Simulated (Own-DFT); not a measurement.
# Strain and stress in beta-Si3N4, 112 atoms (N64Si48)

Calculated results; nothing here was measured. The program, named Own-DFT, is a retired in-house plane-wave density functional code that no person has reviewed. Each row is one single-point run on a periodic cell that was not relaxed, without spin or spin-orbit coupling.

Settings of every run: PBE; PseudoDojo norm-conserving scalar-relativistic files; cutoff 42 hartree; 2 x 2 x 4 k mesh centred on Gamma; Fermi-Dirac smearing of 0.1 eV.

Known limits, some of them of some rows only: some atoms lie very close together; forces on such cells moved up to 12 meV/angstrom on a denser k mesh; stress not checked against mesh or cutoff.

Unstrained cell vectors in Å: (15.212, 0.000, 0.000); (-7.606, 13.174, 0.000); (0.000, 0.000, 5.818). The unstrained cell has measured lattice constants (interpolated for alloys), not those of this functional. That, the random moves and any unrelaxed bonds set the pressure at no strain. Each run strains this cell uniformly, with the atoms carried along. Every atom was also moved at random, by a Gaussian of width 0.05 Å on each axis. Strain is the symmetric tensor, in per cent. Stress is positive in tension, and the pressure is minus a third of its trace.

| run | e_xx (%) | e_yy (%) | e_zz (%) | e_yz (%) | e_xz (%) | e_xy (%) | s_xx (GPa) | s_yy (GPa) | s_zz (GPa) | s_yz (GPa) | s_xz (GPa) | s_xy (GPa) | P (GPa) | E (meV/atom) |
|---|---|---|---|---|---|---|---|---|---|---|---|---|---|---|
| 1 | 0.59 | 0.71 | 1.96 | 0.68 | 1.62 | -1.96 | -0.46 | -0.95 | 1.65 | 2.15 | 3.70 | -6.96 | -0.08 | 0.0 |
| 2 | -1.54 | 0.71 | 0.70 | -0.25 | 0.67 | 0.63 | -13.37 | -4.44 | -7.42 | -0.15 | 3.12 | 2.52 | 8.41 | 1.3 |
| 3 | -1.05 | -0.69 | -0.61 | 1.15 | 0.23 | 1.11 | -15.33 | -12.35 | -14.54 | 3.46 | 2.09 | 4.60 | 14.07 | 7.4 |
| 4 | 0.51 | -1.52 | -1.16 | 1.96 | 0.29 | -0.02 | -9.97 | -14.37 | -19.81 | 8.02 | 0.15 | 1.11 | 14.71 | 30.1 |
| 5 | 0.26 | -0.70 | -0.81 | -1.72 | 1.65 | 1.34 | -6.92 | -12.73 | -16.94 | -6.80 | 3.88 | 3.85 | 12.20 | 23.4 |
| 6 | 0.66 | 0.06 | -0.32 | -1.85 | 1.10 | -1.28 | -4.51 | -6.64 | -11.59 | -5.35 | 3.81 | -4.12 | 7.58 | 10.1 |
| 7 | -0.50 | 1.25 | 1.55 | 0.93 | 0.79 | 1.70 | -7.86 | 1.04 | -2.96 | 2.97 | 4.59 | 7.24 | 3.26 | 24.4 |
| 8 | -0.09 | -1.62 | 1.35 | 0.66 | 1.89 | 1.63 | -9.29 | -16.80 | -2.11 | 2.29 | 5.81 | 7.19 | 9.40 | 23.8 |
| 9 | -1.58 | -0.37 | -1.82 | 1.41 | 1.82 | 0.56 | -18.34 | -13.13 | -26.70 | 4.57 | 7.16 | 1.15 | 19.39 | 47.2 |
| 10 | 1.29 | 1.06 | -0.96 | -0.94 | -0.45 | -1.00 | -0.94 | 0.56 | -16.05 | -2.63 | -2.36 | -2.40 | 5.48 | 7.7 |
| 11 | 0.11 | -0.13 | 0.61 | 0.96 | -0.72 | 0.01 | -6.52 | -8.28 | -6.39 | 4.19 | -1.97 | 0.07 | 7.06 | 10.1 |
| 12 | -0.55 | -0.25 | 0.54 | -0.71 | 1.84 | -0.48 | -11.60 | -8.95 | -7.99 | -3.85 | 5.17 | -1.37 | 9.52 | 29.0 |
| 13 | -1.82 | -0.91 | 1.77 | -1.87 | 0.24 | 0.56 | -14.94 | -13.67 | -3.20 | -7.91 | 1.38 | 1.44 | 10.60 | 24.7 |
| 14 | -1.87 | 0.25 | -1.31 | -1.55 | 0.30 | 0.26 | -22.04 | -9.28 | -18.38 | -2.46 | -0.70 | 0.68 | 16.57 | 38.5 |
| 15 | 0.72 | -1.72 | 1.56 | 1.78 | 0.32 | 1.25 | -4.14 | -14.41 | -3.35 | 6.92 | -0.34 | 4.07 | 7.30 | 24.8 |
| 16 | -0.19 | 1.55 | -0.72 | 0.14 | -1.85 | 1.17 | -6.90 | -0.70 | -14.40 | 1.26 | -6.48 | 3.65 | 7.34 | 14.1 |
| 17 | 0.04 | -1.17 | -0.31 | -0.93 | -1.15 | 0.72 | ? | ? | ? | ? | ? | ? | ? | ? |

E is the free energy for each atom above the lowest run shown.

## Worked fit

Each stress component was fitted by least squares to a constant and the strains of the runs shown, as fractions, with shears doubled. Shear strains stay in the fit of a normal stress only where such slopes are resolved. The slopes, in GPa:

```
stress,at no strain,per e_xx,per e_yy,per e_zz,scatter
s_xx,-7.9,540 ± 32,138 ± 32,149 ± 26,1.26
s_yy,-7.3,139 ± 24,560 ± 24,71 ± 20,0.94
s_zz,-11.2,70 ± 40,62 ± 39,616 ± 32,1.54
```

Each shear stress against twice its own strain: yz 177 ± 13, xz 167 ± 17, xy 178 ± 13 GPa. These are stiffnesses along x, y and z of the frame in which the cell vectors are given, which need not be the crystal's axes. The atoms are held to the strained lattice; where symmetry lets them move under strain, relaxing them would lower some slopes. The table should be nearly symmetric about its diagonal, and what it lacks of that shows the noise. A ninth of its sum, 261 ± 6 GPa, estimates the bulk modulus near the mean pressure of these runs, 9.5 GPa, so it lies above the value at zero pressure.

## Withheld run

Question: what normal stresses and pressure should run 17 give?

The fit gives s_xx = -9.7, s_yy = -14.0, s_zz = -13.8 and P = 12.5 GPa. The calculation gave -9.09, -12.45, -13.65 and P = 11.73 GPa.
